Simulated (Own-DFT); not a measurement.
# Shaking the atoms of hexagonal WC, 64 atoms (C32W32)

All numbers below are calculated, not measured. The program, named Own-DFT, is a retired in-house plane-wave density functional code that no person has reviewed. Each row is one single-point run on a periodic cell that was not relaxed, without spin or spin-orbit coupling.

Settings of every run: PBE; PseudoDojo norm-conserving scalar-relativistic files; cutoff 50 hartree; 4 x 4 x 4 k mesh centred on Gamma; cold (Marzari-Vanderbilt) smearing of 0.2 eV.

Known limits, some of them of some rows only: some atoms lie very close together; forces on such cells moved up to 12 meV/angstrom on a denser k mesh; stress not checked against mesh or cutoff.

Cell vectors in Å: (5.833, -5.052, -2.839); (0.000, -5.052, 8.518); (-5.833, -5.052, -2.839). In each run every atom was moved at random and independently from its ideal site; u is the rms move along one axis. E is the free energy for each atom above the fitted value at u = 0, and F the rms of the force components.

| run | u (Å) | E (meV/atom) | F (eV/Å) | largest force (eV/Å) | P (GPa) |
|---|---|---|---|---|---|
| 1 | 0.0186 | 13.1 | 0.538 | 1.77 | 3.26 |
| 2 | 0.0188 | 13.2 | 0.537 | 1.92 | 3.29 |
| 3 | 0.0191 | 13.1 | 0.533 | 1.77 | 3.27 |
| 4 | 0.0465 | ? | ? | ? | ? |
| 5 | 0.0465 | 81.0 | 1.331 | 5.82 | 6.12 |
| 6 | 0.0930 | 333.6 | 2.866 | 13.47 | 16.10 |
| 7 | 0.0993 | 383.8 | 3.029 | 12.26 | 18.31 |
| 8 | 0.1001 | 338.3 | 2.529 | 9.85 | 15.99 |
| 9 | 0.1575 | 922.0 | 4.751 | 19.13 | 39.66 |

## Worked fit

For small independent moves the energy grows as E = (3/2) K u², with K the mean stiffness felt by one atom. The runs with u up to 0.11 Å give K = 24.8 ± 0.7 eV/Å², with residuals divided by u² + 0.0006 Å², since the noise grows with the moves. The scatter is 5.4 meV/atom at u = 0.05 Å. The forces follow F = G u with G = 28.7 eV/Å²; no force at u = 0 is resolved. G exceeds K because the moves of its neighbours add to the force on an atom, and stiffness differs between atoms. At u = 0.157 Å the parabola gives 921 meV/atom and the run 922. The pressure follows P = 2.82 + 1468 u² GPa: at fixed volume, shortened bonds push harder than stretched ones pull.

## Withheld run

Question: what energy and rms force should run 4 give?

The fit gives 80 ± 5 meV/atom and about 1.33 eV/Å. The calculation gave 84.6 meV/atom and 1.384 eV/Å.
